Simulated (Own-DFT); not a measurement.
# Point defects and the pressure they add: C40 NbSi2

No measurement is shown. These are fixed-geometry runs of a retired plane-wave code named Own-DFT, which no person has reviewed; spin and spin-orbit coupling are neglected.

Method: PBE; PseudoDojo norm-conserving scalar-relativistic files; cutoff 42 hartree; 4 x 4 x 5 k mesh centred on Gamma; cold (Marzari-Vanderbilt) smearing of 0.2 eV.

Caveats: forces on such cells failed a check on a denser k mesh; stress not checked against mesh or cutoff.

All runs share one cell, with vectors in Å (0.000, 8.324, 0.000); (-9.613, 0.000, 0.000); (0.000, 0.000, 6.586) and a volume of 527.0 Å³. Atoms were moved at random from their sites; u is the rms move along one axis. The defect's site can differ from row to row.

```
                    cell   formula   u (Å)  P (GPa)
               no defect  Nb12Si24  0.0204     1.52
               no defect  Nb12Si24  0.0219     1.53
               no defect  Nb12Si24  0.0444     2.53
two Si on a Nb site each  Nb10Si26  0.0310     1.59
two Si on a Nb site each  Nb10Si26  0.0328     1.60
two Si on a Nb site each  Nb10Si26  0.0519     2.66
          one Si vacancy  Nb12Si23  0.0293     1.17
          one Si vacancy  Nb12Si23  0.0328     1.18
          one Si vacancy  Nb12Si23  0.0518     1.69
        two Nb vacancies  Nb10Si24  0.0283    -0.17
        two Nb vacancies  Nb10Si24  0.0287    -0.20
        two Nb vacancies  Nb10Si24  0.0580     1.04
two Nb on a Si site each  Nb14Si22  0.0273        ?
two Nb on a Si site each  Nb14Si22  0.0319     7.55
two Nb on a Si site each  Nb14Si22  0.0489     8.55
two Nb on a Si site each  Nb14Si22  0.0549     8.81
```

## Working it out

P = P0 + c u² + a shift for each defect gives P0 = 1.35 GPa, c = 527 ± 44 GPa/Å² and a scatter of 0.15 GPa. The shifts, and each times the cell's volume:

- two Nb on a Si site each: 5.82 ± 0.14 GPa, 19.2 eV (9.6 eV for each of its 2 sites)
- two Si on a Nb site each: -0.23 ± 0.13 GPa, -0.8 eV (-0.4 eV for each of its 2 sites) (not resolved)
- one Si vacancy: -0.82 ± 0.13 GPa, -2.7 eV
- two Nb vacancies: -2.01 ± 0.13 GPa, -6.6 eV (-3.3 eV for each of its 2 sites)

A positive shift means that the defect pushes the cell outwards. Shift times volume (160.2 GPa Å³ is 1 eV) depends little on the cell's size, so, taken for each site, it can be compared between cells at like pressure. The atoms around the defects weren't relaxed, which would change these numbers.

## Prediction

The question: what pressure belongs in the blank (two Nb on a Si site each, u = 0.0273 Å)?

The fit gives 7.57 ± 0.19 GPa. DFT gave 7.42 GPa.
